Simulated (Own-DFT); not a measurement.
# Response to strain: diamond silicon, 64 atoms (Si64)

These are calculations, not measurements. They come from Own-DFT, an in-house plane-wave density functional program, since retired, whose code no person has reviewed. Each row is one single-point run on a periodic cell that was not relaxed, without spin or spin-orbit coupling.

Settings of every run: PBE; PseudoDojo norm-conserving scalar-relativistic files; cutoff 20 hartree; 3 x 3 x 3 k mesh centred on Gamma; Fermi-Dirac smearing of 0.1 eV.

Known limits: k mesh not checked against a denser one; stress not checked against mesh or cutoff.

Unstrained cell vectors in Å: (10.862, 0.000, 0.000); (0.000, 10.862, 0.000); (0.000, 0.000, 10.862). The unstrained cell has measured lattice constants (interpolated for alloys), not those of this functional. That, the random moves and any unrelaxed bonds set the pressure at no strain. Each run strains this cell uniformly, with the atoms carried along. Every atom was also moved at random, by a Gaussian of width 0.05 Å on each axis. Strain is the symmetric tensor, in per cent. Stress is positive in tension, and the pressure is minus a third of its trace.

```
run  e_xx (%)  e_yy (%)  e_zz (%)  e_yz (%)  e_xz (%)  e_xy (%)  s_xx (GPa)  s_yy (GPa)  s_zz (GPa)  s_yz (GPa)  s_xz (GPa)  s_xy (GPa)  P (GPa)  E (meV/atom)
  1     -0.26     -0.39     -0.49     -0.63     -1.53     -0.36       -3.45       -3.53       -3.73       -1.60       -3.14       -0.35     3.57           0.0
  2     -0.12     -1.58      0.68      0.28     -0.62      0.43       -3.55       -4.85       -2.75        0.97       -1.28        1.08     3.72          18.1
  3      0.70     -1.59     -1.18     -1.53      1.68     -2.00       -3.91       -5.86       -5.40       -2.56        3.79       -4.20     5.06          38.3
  4      0.86     -1.06      0.71     -0.83     -1.60     -1.38       -1.49       -3.15       -1.43       -0.66       -3.29       -1.79     2.02           9.0
  5      0.25     -0.64     -0.03     -1.86     -1.00      0.31       -2.78       -3.64       -3.00       -3.78       -2.09       -0.23     3.14          18.7
  6      1.18      1.49      1.44     -0.76     -1.28     -1.88        0.76        0.97        1.03       -2.25       -2.53       -3.24    -0.92          15.6
  7      1.92     -1.07     -1.92      1.62      1.54     -1.83       -1.92       -4.93       -5.50        3.82        4.26       -4.00     4.12          41.5
  8     -0.81      1.56      1.69     -0.73      0.10     -1.88       -1.84        0.01        0.29       -1.42       -0.05       -3.76     0.51          12.8
  9     -1.43     -1.54      0.93      0.81     -1.16      1.17       -5.38       -5.57       -3.18        1.82       -3.09        3.21     4.71          19.7
 10      0.98      1.33     -0.99      0.80      0.11     -1.62       -0.95       -0.73       -2.65        2.50        0.87       -3.92     1.44           8.6
 11      0.29     -0.10     -1.43     -1.84      0.40      1.49       -3.45       -4.06       -5.10       -4.37        0.57        3.89     4.20          30.2
 12      0.96      0.57     -0.27     -0.68     -0.89     -0.46       -0.95       -1.44       -2.02       -0.89       -1.28       -1.10     1.47          16.3
 13     -0.14     -1.35     -0.41     -1.56     -1.71     -1.97       -4.43       -5.55       -4.80       -3.83       -5.16       -4.34     4.92          39.4
 14     -1.59      0.50     -1.45      0.26     -1.42      1.71       -6.37       -4.35       -6.27        0.84       -3.62        5.42     5.66          43.3
 15      0.45      0.48      1.67     -0.61     -1.61      0.84           ?           ?           ?           ?           ?           ?        ?             ?
```

E is the free energy for each atom above the lowest run shown.

## Worked fit

Each stress component was fitted by least squares to a constant and the strains of the runs shown, as fractions, with shears doubled. Shear strains stay in the fit of a normal stress only where such slopes are resolved. The slopes, in GPa:

```
stress  at no strain  per e_xx  per e_yy  per e_zz  scatter
  s_xx          -2.8   160 ± 7    66 ± 6    74 ± 6     0.23
  s_yy          -2.9    66 ± 7   152 ± 6    74 ± 7     0.25
  s_zz          -2.8    73 ± 7    62 ± 6   168 ± 6     0.25
```

Each shear stress against twice its own strain: yz 113 ± 8, xz 114 ± 6, xy 111 ± 11 GPa. These are stiffnesses along x, y and z of the frame in which the cell vectors are given, which need not be the crystal's axes. The atoms are held to the strained lattice; where symmetry lets them move under strain, relaxing them would lower some slopes. The table should be nearly symmetric about its diagonal, and what it lacks of that shows the noise. A ninth of its sum, 100 ± 3 GPa, estimates the bulk modulus near the mean pressure of these runs, 3.1 GPa, so it lies above the value at zero pressure.

## Withheld run

Question: what normal stresses and pressure should run 15 give?

The fit gives s_xx = -0.6, s_yy = -0.6, s_zz = 0.6 and P = 0.2 GPa. The calculation gave -0.64, -0.59, 0.55 and P = 0.23 GPa.
